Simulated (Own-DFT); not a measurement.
# PBE against PBEsol on the same cells

All numbers below are calculated, not measured. The program, named Own-DFT, is a retired in-house plane-wave density functional code that no person has reviewed. Each row is one single-point run on a periodic cell that was not relaxed, without spin or spin-orbit coupling.

Known limits, some of them of some rows only: forces on such cells failed a check on a denser k mesh; forces on such cells moved up to 12 meV/angstrom on a denser k mesh; forces on such cells passed a denser k mesh, each cell not checked; stress not checked against mesh or cutoff.

Each cell was run twice at the same cutoff, k mesh and smearing, with PBE and with PBEsol, on PseudoDojo norm-conserving files made for PBE. Atoms were moved at random from their sites; u is the rms move along one axis. Files made for PBEsol would give a somewhat different change.

```
cell,atoms,volume (Å³/atom),u (Å),cutoff (hartree),P with PBE (GPa),P with PBEsol (GPa),change (GPa)
C11b WSi2 with one W on a Si site (Si19W11),30,13.44,0.050,50,10.69,6.31,-4.38
C11b WSi2 with one W on a Si site (Si19W11),30,13.44,0.076,50,15.16,10.73,-4.43
C11b WSi2 with one W on a Si site (Si19W11),30,13.44,0.079,50,13.98,9.60,-4.38
C40 NbSi2 (Nb12Si24),36,14.64,0.017,42,1.46,-2.19,-3.65
C40 NbSi2 (Nb12Si24),36,14.64,0.105,42,7.84,4.19,-3.65
C40 NbSi2 (Nb12Si24),36,14.64,0.051,42,2.58,?,?
D0_22 TiAl3 (Al30Ti10),40,15.99,0.047,42,0.24,-1.61,-1.85
D0_22 TiAl3 (Al30Ti10),40,15.95,0.043,42,0.48,-1.37,-1.86
D0_22 TiAl3 (Al30Ti10),40,15.63,0.021,42,1.99,0.08,-1.90
beta-Si3N4 (N24Si18),42,10.09,0.052,42,18.88,16.42,-2.46
beta-Si3N4 (N24Si18),42,10.24,0.051,42,12.39,9.95,-2.44
beta-Si3N4 (N64Si48),112,10.44,0.051,42,7.95,5.54,-2.40
```

## Worked reading

Mean change of pressure by composition, in GPa: Si19W11, -4.40; NbSi2, -3.65; N4Si3, -2.43; Al3Ti, -1.87. At a fixed cell PBEsol gives the lower pressure, because it favours a smaller volume than PBE. Here the change varies more between materials than between cells of one material.

## Withheld value

Question: what PBEsol pressure should the Nb12Si24 cell with the blank give?

Adding the mean change of the cells with its composition, -3.65 GPa, to 2.58 gives -1.1 GPa. The calculation gave -1.07 GPa.
